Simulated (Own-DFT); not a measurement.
SiC (2H silicon carbide, atoms displaced), SiC (3C silicon carbide, atoms displaced), GaAs (zincblende with one plane slipped along a stacking-fault path, atoms displaced), GaP (zincblende, strained, atoms displaced) (calculated)

Computed with Own-DFT development build. A calculation, not a measurement: plane-wave PBE density functional theory by an unreviewed code, no spin, of a simulated periodic cell, stress positive in tension, free energy of the whole cell less one offset for each atom, forces on such cells passed a denser k mesh, this cell's mesh not checked; offsets are fitted by least squares, one for each functional and potential file, so energies compare only between cells with the same atoms and settings and are not formation energies; the far tail of each file's local potential was reset to the Coulomb form; each entry is a single point on an unrelaxed cell, so the pressure reflects the starting lattice, mostly measured values (interpolated for alloys), from which strain is counted, and rises with the displacements; printed positions are rounded, which can move forces by about a meV/angstrom; the program, named Own-DFT, is a retired in-house code; no spin-orbit coupling.

Common to all runs: functional PBE; potential files PseudoDojo norm-conserving, scalar-relativistic, standard set; wave cutoff 42 hartree; occupations Fermi-Dirac; smearing width 0.1 eV.

```json
{"entry": 1, "formula": "SiC", "kind": "2H silicon carbide, atoms displaced", "structure": {"cell_angstrom": [[6.1654, 0.0, 0.0], [-3.0827, 5.3394, 0.0], [0.0, 0.0, 10.0681]], "atoms_fractional": [["Si", 0.0003, 0.97436, 0.98867], ["Si", 0.14545, 0.32989, 0.25736], ["C", 0.00073, 0.0082, 0.19588], ["C", 0.15997, 0.31524, 0.44732], ["Si", 0.01461, 0.0179, 0.49123], ["Si", 0.17217, 0.33318, 0.75704], ["C", 0.98937, 0.96599, 0.69747], ["C", 0.13677, 0.32071, 0.9216], ["Si", 0.03151, 0.50361, 0.98987], ["Si", 0.15068, 0.84163, 0.25859], ["C", 0.02313, 0.502, 0.18489], ["C", 0.14218, 0.82983, 0.4524], ["Si", 0.99178, 0.52682, 0.50926], ["Si", 0.18115, 0.83978, 0.7574], ["C", 0.97703, 0.48801, 0.68561], ["C", 0.13649, 0.83298, 0.93169], ["Si", 0.53339, 0.0053, 0.98915], ["Si", 0.64205, 0.33067, 0.21918], ["C", 0.49394, 0.97766, 0.17617], ["C", 0.6928, 0.34249, 0.42885], ["Si", 0.47939, 0.98616, 0.49791], ["Si", 0.6623, 0.3524, 0.73309], ["C", 0.50191, 0.98371, 0.70086], ["C", 0.69407, 0.35888, 0.92492], ["Si", 0.51134, 0.48665, 0.99963], ["Si", 0.73119, 0.83845, 0.24634], ["C", 0.50806, 0.50538, 0.18383], ["C", 0.67246, 0.83225, 0.42568], ["Si", 0.50229, 0.50448, 0.493], ["Si", 0.66739, 0.81959, 0.74345], ["C", 0.51755, 0.52266, 0.67343], ["C", 0.67795, 0.83766, 0.93626]]}, "settings": {"hardware": "one NVIDIA H100", "k_mesh": "5 x 5 x 3 centred on Gamma"}, "results": {"free_energy_of_cell_above_offsets [eV]": "7.233", "pressure [GPa]": 12.96, "stress_xx [GPa]": -16.11, "stress_yy [GPa]": -12.14, "stress_zz [GPa]": -10.64, "stress_yz [GPa]": 1.27, "stress_xz [GPa]": 3.5, "stress_xy [GPa]": 3.18, "force_element": ["Si", "Si", "C", "C", "Si", "Si", "C", "C", "Si", "Si", "C", "C", "Si", "Si", "C", "C", "Si", "Si", "C", "C", "Si", "Si", "C", "C", "Si", "Si", "C", "C", "Si", "Si", "C", "C"], "force_x [eV/angstrom]": [-5.879, 2.882, 7.672, -0.379, -3.306, -1.042, 0.706, 5.012, -4.126, 4.779, -4.073, 3.025, 1.784, -1.507, 3.712, 9.259, -3.671, 5.989, -0.165, -3.57, 2.696, 1.254, -1.143, -0.441, -1.871, -13.34, -2.745, -0.676, 1.115, 0.292, -2.381, 0.134], "force_y [eV/angstrom]": [5.244, 1.052, 5.013, 6.652, -4.523, -1.125, 4.261, -1.149, 1.917, -1.627, 1.237, 1.951, -4.707, -2.063, 1.705, -3.119, 1.077, -3.002, 1.684, -1.675, 1.919, -2.782, 2.047, -2.228, 1.547, -5.975, 0.87, 0.302, -0.516, 2.528, -3.454, -3.061], "force_z [eV/angstrom]": [3.097, 0.826, -5.477, -2.517, 4.964, -6.643, -2.696, 4.999, 2.273, -1.34, -1.365, -3.744, -0.508, -1.934, 0.973, -0.286, 1.21, 3.778, 1.011, -0.129, -0.047, 2.435, -2.731, 0.881, -1.156, 2.493, -0.603, 1.66, -1.687, 2.096, 1.111, -0.945], "wall_time [s]": 122.3}}
{"entry": 2, "formula": "SiC", "kind": "3C silicon carbide, atoms displaced", "structure": {"cell_angstrom": [[8.7192, 0.0, 0.0], [0.0, 8.7192, 0.0], [0.0, 0.0, 8.7192]], "atoms_fractional": [["Si", 0.00887, 0.00219, 0.99774], ["Si", 0.00495, 0.25091, 0.24631], ["Si", 0.24936, 0.00274, 0.2443], ["Si", 0.25162, 0.25557, 0.99792], ["C", 0.12424, 0.12791, 0.12178], ["C", 0.12392, 0.37487, 0.37342], ["C", 0.3781, 0.12935, 0.37405], ["C", 0.37255, 0.37837, 0.12514], ["Si", 0.99896, 0.99649, 0.50444], ["Si", 0.00313, 0.24659, 0.75228], ["Si", 0.25526, 6e-05, 0.74499], ["Si", 0.2497, 0.24936, 0.49695], ["C", 0.12538, 0.1194, 0.62456], ["C", 0.12315, 0.3756, 0.87805], ["C", 0.37731, 0.12446, 0.87396], ["C", 0.36908, 0.37729, 0.62711], ["Si", 0.99782, 0.49929, 0.99807], ["Si", 0.99632, 0.74469, 0.25078], ["Si", 0.25094, 0.50296, 0.24578], ["Si", 0.25049, 0.75141, 0.00568], ["C", 0.12297, 0.62725, 0.12976], ["C", 0.12748, 0.87946, 0.37313], ["C", 0.37591, 0.62677, 0.37772], ["C", 0.37601, 0.87954, 0.12359], ["Si", 0.9974, 0.50322, 0.49478], ["Si", 0.00309, 0.75103, 0.74469], ["Si", 0.24694, 0.49828, 0.74389], ["Si", 0.24314, 0.75267, 0.50056], ["C", 0.1182, 0.62617, 0.62464], ["C", 0.1213, 0.87587, 0.87296], ["C", 0.37365, 0.62603, 0.87005], ["C", 0.37487, 0.87416, 0.62507], ["Si", 0.49632, 0.9961, 0.00174], ["Si", 0.49677, 0.25184, 0.24788], ["Si", 0.74971, 0.99414, 0.24455], ["Si", 0.74678, 0.24841, 0.99752], ["C", 0.63111, 0.12294, 0.12552], ["C", 0.62563, 0.37929, 0.37459], ["C", 0.87414, 0.12425, 0.37105], ["C", 0.87351, 0.37765, 0.11829], ["Si", 0.49814, 0.99861, 0.49849], ["Si", 0.50028, 0.25153, 0.75109], ["Si", 0.74813, 0.00185, 0.74836], ["Si", 0.75401, 0.25361, 0.49771], ["C", 0.63349, 0.12587, 0.62531], ["C", 0.61776, 0.37275, 0.87909], ["C", 0.87749, 0.12909, 0.87638], ["C", 0.87851, 0.38025, 0.63189], ["Si", 0.50122, 0.50008, 0.99414], ["Si", 0.49812, 0.75058, 0.24935], ["Si", 0.74849, 0.49669, 0.24933], ["Si", 0.75767, 0.74654, 0.00688], ["C", 0.62586, 0.62438, 0.12525], ["C", 0.62555, 0.86995, 0.37818], ["C", 0.86662, 0.63033, 0.3723], ["C", 0.87578, 0.8723, 0.12861], ["Si", 0.49842, 0.49898, 0.5028], ["Si", 0.50044, 0.7527, 0.75172], ["Si", 0.74916, 0.49775, 0.74897], ["Si", 0.75343, 0.75294, 0.49827], ["C", 0.62508, 0.63017, 0.62161], ["C", 0.63233, 0.86803, 0.87065], ["C", 0.87327, 0.6224, 0.87423], ["C", 0.87166, 0.86983, 0.6233]]}, "settings": {"k_mesh": "4 x 4 x 4 centred on Gamma"}, "results": {"free_energy_of_cell_above_offsets [eV]": "-9.691", "pressure [GPa]": 3.64, "stress_xx [GPa]": -3.55, "stress_yy [GPa]": -3.73, "stress_zz [GPa]": -3.64, "stress_yz [GPa]": -0.4, "stress_xz [GPa]": 0.53, "stress_xy [GPa]": 0.65, "force_element": ["Si", "Si", "Si", "Si", "C", "C", "C", "C", "Si", "Si", "Si", "Si", "C", "C", "C", "C", "Si", "Si", "Si", "Si", "C", "C", "C", "C", "Si", "Si", "Si", "Si", "C", "C", "C", "C", "Si", "Si", "Si", "Si", "C", "C", "C", "C", "Si", "Si", "Si", "Si", "C", "C", "C", "C", "Si", "Si", "Si", "Si", "C", "C", "C", "C", "Si", "Si", "Si", "Si", "C", "C", "C", "C"], "force_x [eV/angstrom]": [-2.084, -1.63, 0.068, -0.038, 1.115, 0.28, -0.643, 0.635, -0.353, -0.186, -0.754, -0.375, 0.191, 0.658, -0.384, 0.994, 0.189, 0.58, -0.118, -0.491, 0.183, -0.758, -0.837, -0.521, -0.355, -1.596, -0.533, 1.163, 1.13, 1.488, -0.333, 0.039, 2.06, 1.347, 0.094, 0.625, -1.73, -0.534, 0.555, 0.044, 0.96, -0.054, 1.089, 0.07, -1.825, 1.312, -0.385, 0.062, -0.72, 0.575, 0.012, -0.96, -0.562, -0.47, 1.311, 1.008, 0.353, 0.353, -0.606, -1.429, -0.06, -0.843, 0.711, 0.912], "force_y [eV/angstrom]": [-0.312, -0.052, 0.289, -0.757, -0.024, 0.451, -0.77, -0.169, 0.537, 0.683, -0.121, 0.058, 1.018, 0.068, 0.105, -1.053, 0.629, 1.473, 0.007, -0.286, -0.498, -0.639, -0.174, -0.965, -0.257, -0.243, 0.903, -0.371, -0.323, -0.23, -0.074, 0.122, 0.792, 0.084, 0.712, 0.208, 0.094, -0.955, 0.006, -0.681, 0.283, -0.554, -0.668, -0.282, 0.553, 0.068, -1.09, -1.108, 0.879, -0.385, 0.72, 0.079, -0.048, 1.171, -1.491, 0.443, 0.865, -0.651, 0.967, -0.723, -1.109, 1.139, 0.438, 1.219], "force_z [eV/angstrom]": [0.245, 0.218, 1.043, -0.011, -0.015, -0.117, -0.197, -0.562, -1.349, -0.372, 1.085, 0.471, -0.022, -0.897, 0.147, -0.786, 0.002, 0.354, 1.363, -1.42, -1.054, -0.071, -0.43, 0.672, 0.584, 1.46, 1.402, -0.306, -0.883, -0.052, 0.719, -0.282, -1.243, 0.069, 1.571, 0.365, -0.353, 0.279, 0.307, 1.161, 0.212, -0.565, 0.709, 0.183, -0.576, -1.17, -0.28, -1.52, 1.123, 0.49, -0.416, -1.492, -0.216, -1.073, 0.081, -0.915, -0.351, -0.697, 0.441, 0.389, 0.642, 1.468, -0.044, 0.479]}}
{"entry": 3, "formula": "GaAs", "kind": "zincblende with one plane slipped along a stacking-fault path, atoms displaced", "structure": {"cell_angstrom": [[5.6533, -5.6533, 0.0], [0.0, 5.6533, -5.6533], [12.2488, 12.2488, 9.4222]], "atoms_fractional": [["Ga", 0.00596, 0.00182, 0.99913], ["As", 0.98029, 0.95748, 0.12308], ["Ga", 0.14176, 0.2775, 0.16454], ["As", 0.12395, 0.24448, 0.2954], ["Ga", 0.27315, 0.04188, 0.32701], ["As", 0.25531, 0.01338, 0.45383], ["Ga", 0.08905, 0.17043, 0.49904], ["As", 0.05077, 0.12419, 0.62408], ["Ga", 0.218, 0.43958, 0.67391], ["As", 0.2012, 0.40127, 0.79202], ["Ga", 0.36379, 0.22066, 0.83249], ["As", 0.32726, 0.17363, 0.96133], ["Ga", 0.00403, 0.51111, 0.99928], ["As", 0.98915, 0.46894, 0.12254], ["Ga", 0.15669, 0.77401, 0.16653], ["As", 0.10362, 0.72379, 0.29007], ["Ga", 0.28051, 0.55947, 0.33394], ["As", 0.25219, 0.51118, 0.45812], ["Ga", 0.08633, 0.66608, 0.50035], ["As", 0.05517, 0.62046, 0.62405], ["Ga", 0.2271, 0.95073, 0.66768], ["As", 0.20585, 0.90724, 0.79061], ["Ga", 0.36136, 0.71377, 0.83098], ["As", 0.32771, 0.68598, 0.957], ["Ga", 0.4985, 0.99514, 0.00021], ["As", 0.49382, 0.95392, 0.12362], ["Ga", 0.63492, 0.27611, 0.16653], ["As", 0.62118, 0.22918, 0.29072], ["Ga", 0.77175, 0.05878, 0.33481], ["As", 0.75686, 0.01415, 0.46064], ["Ga", 0.58525, 0.16167, 0.49634], ["As", 0.56016, 0.12497, 0.62582], ["Ga", 0.71879, 0.43251, 0.66962], ["As", 0.69688, 0.39995, 0.78655], ["Ga", 0.85729, 0.22328, 0.83495], ["As", 0.83237, 0.17127, 0.95891], ["Ga", 0.4865, 0.47518, 0.00032], ["As", 0.47855, 0.458, 0.12835], ["Ga", 0.6281, 0.76325, 0.16556], ["As", 0.6239, 0.73846, 0.29603], ["Ga", 0.79157, 0.56419, 0.32967], ["As", 0.76032, 0.51169, 0.45517], ["Ga", 0.58279, 0.6596, 0.50219], ["As", 0.55113, 0.61277, 0.62365], ["Ga", 0.73817, 0.95237, 0.66546], ["As", 0.7175, 0.91888, 0.78948], ["Ga", 0.8641, 0.74015, 0.82803], ["As", 0.84486, 0.67532, 0.95726]]}, "settings": {"k_mesh": "4 x 4 x 2 centred on Gamma"}, "results": {"free_energy_of_cell_above_offsets [eV]": "-17.602", "pressure [GPa]": 4.04, "stress_xx [GPa]": -3.88, "stress_yy [GPa]": -4.24, "stress_zz [GPa]": -4.02, "stress_yz [GPa]": -0.46, "stress_xz [GPa]": 0.31, "stress_xy [GPa]": -0.07, "force_element": ["Ga", "As", "Ga", "As", "Ga", "As", "Ga", "As", "Ga", "As", "Ga", "As", "Ga", "As", "Ga", "As", "Ga", "As", "Ga", "As", "Ga", "As", "Ga", "As", "Ga", "As", "Ga", "As", "Ga", "As", "Ga", "As", "Ga", "As", "Ga", "As", "Ga", "As", "Ga", "As", "Ga", "As", "Ga", "As", "Ga", "As", "Ga", "As"], "force_x [eV/angstrom]": [-1.056, 0.383, -0.057, -0.994, 0.399, 0.257, -0.238, 1.568, -1.224, 0.37, 0.193, 0.107, -0.449, -0.434, -0.487, 1.213, 0.211, 0.536, -0.303, 0.836, -0.889, 0.07, 0.56, 0.764, -0.233, -0.291, 0.527, -0.51, 0.942, -0.004, -0.023, -0.189, -0.972, 1.525, 0.19, 0.591, 0.913, -0.852, 1.827, -0.83, -1.198, 0.164, -0.529, 1.156, -1.748, -1.132, 0.53, -1.188], "force_y [eV/angstrom]": [0.633, -0.062, 0.759, -0.772, 0.69, -0.063, -0.051, -1.12, -0.747, 0.464, 0.361, -1.833, -0.4, 0.019, 0.637, -1.447, 0.072, -0.103, 0.177, 0.312, -0.088, -0.211, 0.442, -1.59, 0.247, 0.887, -0.639, 0.795, -0.709, -0.778, 0.991, -0.888, -0.439, 1.227, 0.242, 0.167, 1.065, -1.091, 0.289, -0.406, 1.07, 0.241, -0.38, 0.545, 0.697, 0.556, -0.626, 0.859], "force_z [eV/angstrom]": [0.981, 0.672, 0.555, 0.18, -0.388, 0.237, 0.237, -0.826, -1.049, 0.962, 0.099, -0.359, 1.045, 0.917, -0.713, -1.027, -0.058, -0.282, -0.186, 0.125, 0.092, 0.469, -0.724, 0.3, -0.171, -0.459, -0.103, -0.667, 0.283, 0.342, 0.015, -0.016, -1.331, 0.387, -0.404, -0.636, -1.606, 0.213, -0.3, -0.525, 1.578, 0.063, -0.451, 0.222, 1.106, 0.414, 1.313, -0.523]}}
{"entry": 4, "formula": "GaP", "kind": "zincblende, strained, atoms displaced", "structure": {"cell_angstrom": [[10.862, 0.0, 0.0], [0.0, 10.862, 0.0], [0.0, 0.0, 10.9439]], "atoms_fractional": [["Ga", 0.99823, 0.00192, 0.98875], ["Ga", 0.01053, 0.25109, 0.25852], ["Ga", 0.25322, 0.00878, 0.24326], ["Ga", 0.24948, 0.24742, 0.99407], ["P", 0.12564, 0.12934, 0.12058], ["P", 0.13498, 0.37984, 0.38598], ["P", 0.3739, 0.13233, 0.3685], ["P", 0.37119, 0.36711, 0.11947], ["Ga", 0.99618, 0.00127, 0.51362], ["Ga", 0.00507, 0.26377, 0.75784], ["Ga", 0.25985, 0.99308, 0.73938], ["Ga", 0.24952, 0.24913, 0.4971], ["P", 0.11648, 0.13405, 0.61486], ["P", 0.12198, 0.38785, 0.88897], ["P", 0.36586, 0.12059, 0.87176], ["P", 0.37621, 0.37885, 0.62113], ["Ga", 0.0127, 0.50429, 0.01325], ["Ga", 0.99646, 0.75348, 0.25088], ["Ga", 0.24398, 0.49263, 0.2539], ["Ga", 0.25328, 0.75542, 0.001], ["P", 0.12825, 0.62175, 0.11836], ["P", 0.11955, 0.86544, 0.3697], ["P", 0.37146, 0.61471, 0.38233], ["P", 0.38049, 0.87722, 0.1246], ["Ga", 0.99894, 0.5005, 0.49161], ["Ga", 0.99771, 0.75708, 0.75108], ["Ga", 0.24687, 0.50294, 0.73947], ["Ga", 0.24959, 0.74791, 0.50482], ["P", 0.13289, 0.63038, 0.61332], ["P", 0.12476, 0.87788, 0.86477], ["P", 0.38225, 0.62456, 0.87497], ["P", 0.37335, 0.87547, 0.62163], ["Ga", 0.49824, 0.99792, 0.0028], ["Ga", 0.50547, 0.26179, 0.25167], ["Ga", 0.74252, 0.99193, 0.2385], ["Ga", 0.74134, 0.24693, 0.00609], ["P", 0.63494, 0.1263, 0.12339], ["P", 0.62631, 0.3739, 0.3706], ["P", 0.88298, 0.13754, 0.37557], ["P", 0.87305, 0.36495, 0.11996], ["Ga", 0.49776, 0.00096, 0.49863], ["Ga", 0.5127, 0.25219, 0.76593], ["Ga", 0.74778, 0.98832, 0.75485], ["Ga", 0.76176, 0.23867, 0.49719], ["P", 0.62216, 0.12407, 0.6448], ["P", 0.62152, 0.3664, 0.88834], ["P", 0.86659, 0.12575, 0.87973], ["P", 0.87243, 0.37854, 0.61982], ["Ga", 0.49413, 0.51461, 0.99643], ["Ga", 0.48878, 0.75112, 0.26473], ["Ga", 0.75166, 0.51043, 0.2598], ["Ga", 0.75677, 0.7578, 0.99769], ["P", 0.609, 0.63114, 0.13625], ["P", 0.63191, 0.87883, 0.37768], ["P", 0.88745, 0.62428, 0.38338], ["P", 0.87878, 0.875, 0.13269], ["Ga", 0.49552, 0.50527, 0.4931], ["Ga", 0.50411, 0.74529, 0.75282], ["Ga", 0.73976, 0.50917, 0.75035], ["Ga", 0.7386, 0.73912, 0.50625], ["P", 0.6223, 0.6295, 0.63548], ["P", 0.62993, 0.88643, 0.88124], ["P", 0.86692, 0.62451, 0.88103], ["P", 0.88118, 0.87049, 0.63797]]}, "settings": {"hardware": "one NVIDIA H100", "k_mesh": "3 x 3 x 3 centred on Gamma"}, "results": {"free_energy_of_cell_above_offsets [eV]": "-29.464", "pressure [GPa]": 4.43, "stress_xx [GPa]": -4.6, "stress_yy [GPa]": -4.62, "stress_zz [GPa]": -4.07, "stress_yz [GPa]": 0.3, "stress_xz [GPa]": -0.12, "stress_xy [GPa]": 0.2, "force_element": ["Ga", "Ga", "Ga", "Ga", "P", "P", "P", "P", "Ga", "Ga", "Ga", "Ga", "P", "P", "P", "P", "Ga", "Ga", "Ga", "Ga", "P", "P", "P", "P", "Ga", "Ga", "Ga", "Ga", "P", "P", "P", "P", "Ga", "Ga", "Ga", "Ga", "P", "P", "P", "P", "Ga", "Ga", "Ga", "Ga", "P", "P", "P", "P", "Ga", "Ga", "Ga", "Ga", "P", "P", "P", "P", "Ga", "Ga", "Ga", "Ga", "P", "P", "P", "P"], "force_x [eV/angstrom]": [0.2, 0.005, -0.596, -0.297, -0.459, -1.277, 0.631, 0.422, -0.292, -0.835, -1.751, 0.814, 1.231, 1.305, 1.116, 0.49, -3.306, 0.424, 0.91, -0.083, 1.033, 1.287, -1.056, -0.688, 0.961, 0.911, 0.227, 0.641, -2.346, 0.724, -2.021, 1.338, 0.209, -0.563, 1.118, 1.642, -2.528, 0.862, -0.124, 0.775, 0.29, -2.279, 0.979, -1.972, 0.736, 0.5, 0.477, 0.01, 0.966, 0.328, 0.011, -1.033, 1.599, -0.844, -2.07, 0.078, 1.496, -0.528, 1.115, 1.773, -0.852, -1.201, 1.369, -2.005], "force_y [eV/angstrom]": [0.054, 0.79, -0.79, 0.183, -0.475, -0.415, -0.408, 1.163, -0.54, -0.523, 1.463, -0.118, -0.154, -0.831, 0.123, -0.896, -0.915, -1.232, 0.349, -0.094, 1.94, 1.812, 1.711, -0.309, -0.804, -2.324, -0.152, 1.024, -0.975, -0.048, 0.948, -1.119, 1.169, -1.089, 0.927, 0.331, -0.671, 0.689, -2.953, 1.535, 0.796, -0.391, 1.455, 1.146, -0.488, 2.669, 0.375, 0.405, -2.041, 0.202, -0.699, -0.288, 0.106, -0.568, 1.278, 0.246, -1.378, 1.871, -1.829, 1.103, -0.937, -1.872, -0.25, 0.71], "force_z [eV/angstrom]": [0.973, -0.94, 0.206, 0.125, 0.056, -0.903, 0.414, 0.275, -1.626, -0.218, 0.35, 0.661, 1.843, -1.99, 0.045, 0.736, -0.865, -0.416, -1.14, -0.608, 2.265, 1.089, -1.223, 0.799, 1.839, 0.714, 0.861, -1.651, 1.896, 0.953, -1.176, -0.444, -0.273, -1.082, 1.116, -0.787, 1.013, 1.67, -0.718, 1.384, 0.264, -1.149, -0.583, 1.342, -2.2, -0.043, -0.987, 0.841, 1.696, -0.17, -1.171, 1.124, -0.603, 0.385, -1.123, -1.482, 1.235, 0.74, 0.826, -0.397, -1.619, 0.202, -0.356, -1.998], "wall_time [s]": 567.8}}
```
